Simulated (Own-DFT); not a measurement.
# One host, several defects: 2H SiC

Calculated, not measured: single-point runs of Own-DFT, a retired in-house plane-wave DFT program that no person has reviewed, on unrelaxed cells, without spin or spin-orbit coupling.

Common settings: PBE; PseudoDojo norm-conserving scalar-relativistic files; cutoff 42 hartree; 4 x 4 x 3 k mesh centred on Gamma; Fermi-Dirac smearing of 0.1 eV.

Keep in mind (not all hold for every row): some atoms lie very close together; not probed for a lower state with spin; forces on such cells passed a denser k mesh, each cell not checked; stress not checked against mesh or cutoff.

All runs share one cell, with vectors in Å (9.248, 0.000, 0.000); (-4.624, 8.009, 0.000); (0.000, 0.000, 10.068) and a volume of 745.7 Å³. The atoms are randomly displaced, by u rms on each axis. The defect's site can differ from row to row.

```
                                     cell     formula   u (Å)  P (GPa)
                                no defect     C36Si36  0.0284     3.75
                                no defect     C36Si36  0.0599     6.01
                                no defect     C36Si36  0.0615     6.64
                   two N on a C site each   C34N2Si36  0.0310     2.83
                   two N on a C site each   C34N2Si36  0.0462     4.04
                   two N on a C site each   C34N2Si36  0.0541     4.59
one C on a Si site and one Si on a C site     C36Si36  0.0295     7.24
one C on a Si site and one Si on a C site     C36Si36  0.0313     7.78
one C on a Si site and one Si on a C site     C36Si36  0.0534     9.07
one Al on a Si site and one N on a C site  AlC35NSi35  0.0303        ?
one Al on a Si site and one N on a C site  AlC35NSi35  0.0314     4.27
one Al on a Si site and one N on a C site  AlC35NSi35  0.0468     5.33
one Al on a Si site and one N on a C site  AlC35NSi35  0.0539     5.58
                       one Si on a C site     C35Si37  0.0313    10.54
                       one Si on a C site     C35Si37  0.0329    10.82
                       one Si on a C site     C35Si37  0.0484    12.49
```

## Working it out

P = P0 + c u² + a shift for each defect gives P0 = 3.01 GPa, c = 901 ± 73 GPa/Å² and a scatter of 0.26 GPa. The shifts, and each times the cell's volume:

- one Si on a C site: 6.95 ± 0.23 GPa, 32.4 eV
- one C on a Si site and one Si on a C site: 3.61 ± 0.23 GPa, 16.8 eV
- one Al on a Si site and one N on a C site: 0.22 ± 0.22 GPa, 1.0 eV (not resolved)
- two N on a C site each: -1.00 ± 0.22 GPa, -4.6 eV (-2.3 eV for each of its 2 sites)

A positive shift means that the defect pushes the cell outwards. Shift times volume (160.2 GPa Å³ is 1 eV) depends little on the cell's size, so, taken for each site, it can be compared between cells at like pressure. The atoms around the defects weren't relaxed, which would change these numbers.

## Prediction

Asked: what pressure belongs in the blank (one Al on a Si site and one N on a C site, u = 0.0303 Å)?

Estimate: 4.06 ± 0.32 GPa. The hidden result is 4.16 GPa.
